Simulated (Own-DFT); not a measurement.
# Point defects and the pressure they add: zincblende GaAs

No measurement is shown. These are fixed-geometry runs of a retired plane-wave code named Own-DFT, which no person has reviewed; spin and spin-orbit coupling are neglected.

Common settings: PBE; PseudoDojo norm-conserving scalar-relativistic files; cutoff 42 hartree; 3 x 3 x 3 k mesh centred on Gamma; Fermi-Dirac smearing of 0.1 eV.

Known weak points (not all hold for every row): not probed for a lower state with spin; forces on such cells failed a check on a denser k mesh; forces not confirmed at this smearing and k mesh; forces on such cells passed a denser k mesh, each cell not checked; stress not checked against mesh or cutoff.

All runs share one cell, with vectors in Å (11.307, 0.000, 0.000); (0.000, 11.307, 0.000); (0.000, 0.000, 11.307) and a volume of 1445.4 Å³. Atoms were moved at random from their sites; u is the rms move along one axis. The defect's site can differ from row to row.

| cell | formula | u (Å) | P (GPa) |
|---|---|---|---|
| no defect | As32Ga32 | 0.0189 | 3.51 |
| no defect | As32Ga32 | 0.0193 | 3.50 |
| no defect | As32Ga32 | 0.0514 | 3.99 |
| one Al on a Ga site | AlAs32Ga31 | 0.0464 | 3.89 |
| one Al on a Ga site | AlAs32Ga31 | 0.0512 | 3.91 |
| one Al on a Ga site | AlAs32Ga31 | 0.0524 | 3.89 |
| one Al on a Ga site | AlAs32Ga31 | 0.0537 | ? |
| one P on an As site | As31Ga32P | 0.0296 | 3.33 |
| one P on an As site | As31Ga32P | 0.0311 | 3.39 |
| one P on an As site | As31Ga32P | 0.0319 | 3.40 |
| one In on a Ga site | As32Ga31In | 0.0309 | 4.27 |
| one In on a Ga site | As32Ga31In | 0.0473 | 4.57 |
| one In on a Ga site | As32Ga31In | 0.0487 | 4.64 |
| two As vacancies | As30Ga32 | 0.0303 | 3.26 |
| two As vacancies | As30Ga32 | 0.0324 | 3.15 |
| two As vacancies | As30Ga32 | 0.0509 | 3.38 |

## What the rows give

P = P0 + c u² + a shift for each defect gives P0 = 3.46 GPa, c = 186 ± 24 GPa/Å² and a scatter of 0.06 GPa. The shifts, and each times the cell's volume:

- one In on a Ga site: 0.69 ± 0.05 GPa, 6.2 eV
- one Al on a Ga site: -0.03 ± 0.06 GPa, -0.3 eV (not resolved)
- one P on an As site: -0.26 ± 0.05 GPa, -2.4 eV
- two As vacancies: -0.47 ± 0.05 GPa, -4.3 eV (-2.1 eV for each of its 2 sites)

Against the defect-free cell, a freed cell would be larger where the shift is positive and smaller where it is negative (160.2 GPa Å³ is 1 eV). The atoms around the defects weren't relaxed, which would change these numbers.

## The run left out

Asked: what pressure belongs in the blank (one Al on a Ga site, u = 0.0537 Å)?

The fit gives 3.97 ± 0.07 GPa. Computed: 4.05 GPa.
